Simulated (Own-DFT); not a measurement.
# Strain and stress in wurtzite AlN, 72 atoms (Al36N36)

These are calculations, not measurements. They come from Own-DFT, an in-house plane-wave density functional program, since retired, whose code no person has reviewed. Each row is one single-point run on a periodic cell that was not relaxed, without spin or spin-orbit coupling.

Settings of every run: PBE; PseudoDojo norm-conserving scalar-relativistic files; cutoff 42 hartree; 4 x 4 x 3 k mesh centred on Gamma; Gaussian smearing of 0.01 eV.

Known limits: k mesh not checked against a denser one; stress not checked against mesh or cutoff.

Unstrained cell vectors in Å: (9.336, 0.000, 0.000); (-4.668, 8.085, 0.000); (0.000, 0.000, 9.964). The unstrained cell has measured lattice constants (interpolated for alloys), not those of this functional. That, the random moves and any unrelaxed bonds set the pressure at no strain. Each run strains this cell uniformly, with the atoms carried along. Every atom was also moved at random, by a Gaussian of width 0.05 Å on each axis. Strain is the symmetric tensor, in per cent. Stress is positive in tension, and the pressure is minus a third of its trace.

```
run  e_xx (%)  e_yy (%)  e_zz (%)  s_xx (GPa)  s_yy (GPa)  s_zz (GPa)  P (GPa)  E (meV/atom)
  1      0.00      0.00      1.50       -4.60       -4.80        1.25     2.72           5.9
  2      0.00      0.00      0.25       -8.31       -3.44       -4.41     5.39          13.0
  3      0.00      0.00     -2.00       -7.66       -6.64      -16.35    10.21          26.0
  4      0.00      0.00     -1.50       -5.83       -8.65      -11.42     8.63          11.8
  5      0.00      0.00     -0.75       -5.57       -6.72      -10.27     7.52          13.9
  6      0.00      0.00     -1.75       -5.29       -8.30      -14.71     9.43          19.4
  7      0.00      0.00      2.25       -4.76       -4.86        5.44     1.40           0.0
  8      0.00      0.00      1.25       -3.92       -5.78       -0.24     3.31           6.2
  9      0.00      0.00     -0.50           ?           ?           ?        ?             ?
```

E is the free energy for each atom above the lowest run shown.

## Worked fit

The change of volume is close to e_xx + e_yy + e_zz. A straight line through the runs shown gives P = 5.89 - 204 x (fractional change of volume) GPa, with an error of 4 on the slope and a scatter of 0.18 GPa. The strain isn't the same on all axes and the cell isn't cubic, so the slope belongs to this path and is not the bulk modulus.

## Withheld run

Question: what pressure should run 9 give? Its volume changes by -0.50 %.

The line gives 6.9 GPa. The calculation gave 6.46 GPa.
